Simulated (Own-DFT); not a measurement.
# One host, several defects: zincblende GaAs

No measurement is shown. These are fixed-geometry runs of a retired plane-wave code named Own-DFT, which no person has reviewed; spin and spin-orbit coupling are neglected.

Common settings: PBE; PseudoDojo norm-conserving scalar-relativistic files; cutoff 42 hartree; 3 x 3 x 3 k mesh centred on Gamma; Fermi-Dirac smearing of 0.1 eV.

Limits (not all hold for every row): not probed for a lower state with spin; forces on such cells failed a check on a denser k mesh; forces not confirmed at this smearing and k mesh; forces on such cells passed a denser k mesh, each cell not checked; stress not checked against mesh or cutoff.

All runs share one cell, with vectors in Å (11.307, 0.000, 0.000); (0.000, 11.307, 0.000); (0.000, 0.000, 11.307) and a volume of 1445.4 Å³. The atoms are randomly displaced, by u rms on each axis. The defect's site can differ from row to row.

```
cell,formula,u (Å),P (GPa)
no defect,As32Ga32,0.0201,3.51
no defect,As32Ga32,0.0518,4.03
no defect,As32Ga32,0.0523,3.87
one P on an As site,As31Ga32P,0.0294,3.34
one P on an As site,As31Ga32P,0.0298,3.34
one P on an As site,As31Ga32P,0.0302,3.35
one In on a Ga site,As32Ga31In,0.0289,4.26
one In on a Ga site,As32Ga31In,0.0310,4.32
one In on a Ga site,As32Ga31In,0.0493,4.60
one In on a Ga site,As32Ga31In,0.0497,?
two As on a Ga site each,As34Ga30,0.0276,4.74
two As on a Ga site each,As34Ga30,0.0289,4.76
two As on a Ga site each,As34Ga30,0.0299,4.82
two Ga vacancies,As32Ga30,0.0276,2.96
two Ga vacancies,As32Ga30,0.0287,2.96
two Ga vacancies,As32Ga30,0.0292,2.89
```

## What the rows give

P = P0 + c u² + a shift for each defect gives P0 = 3.43 GPa, c = 193 ± 22 GPa/Å² and a scatter of 0.05 GPa. The shifts, and each times the cell's volume:

- two As on a Ga site each: 1.18 ± 0.05 GPa, 10.7 eV (5.3 eV for each of its 2 sites)
- one In on a Ga site: 0.69 ± 0.04 GPa, 6.3 eV
- one P on an As site: -0.26 ± 0.05 GPa, -2.3 eV
- two Ga vacancies: -0.65 ± 0.05 GPa, -5.8 eV (-2.9 eV for each of its 2 sites)

Positive is outwards. The product with the volume (160.2 GPa Å³ to the eV) is nearly free of the cell's size; divided by the bulk modulus at the cell's pressure it gives the volume that the defect adds. The atoms around the defects weren't relaxed, which would change these numbers.

## Withheld run

Question: what pressure belongs in the blank (one In on a Ga site, u = 0.0497 Å)?

Estimate: 4.60 ± 0.06 GPa. DFT gave 4.64 GPa.
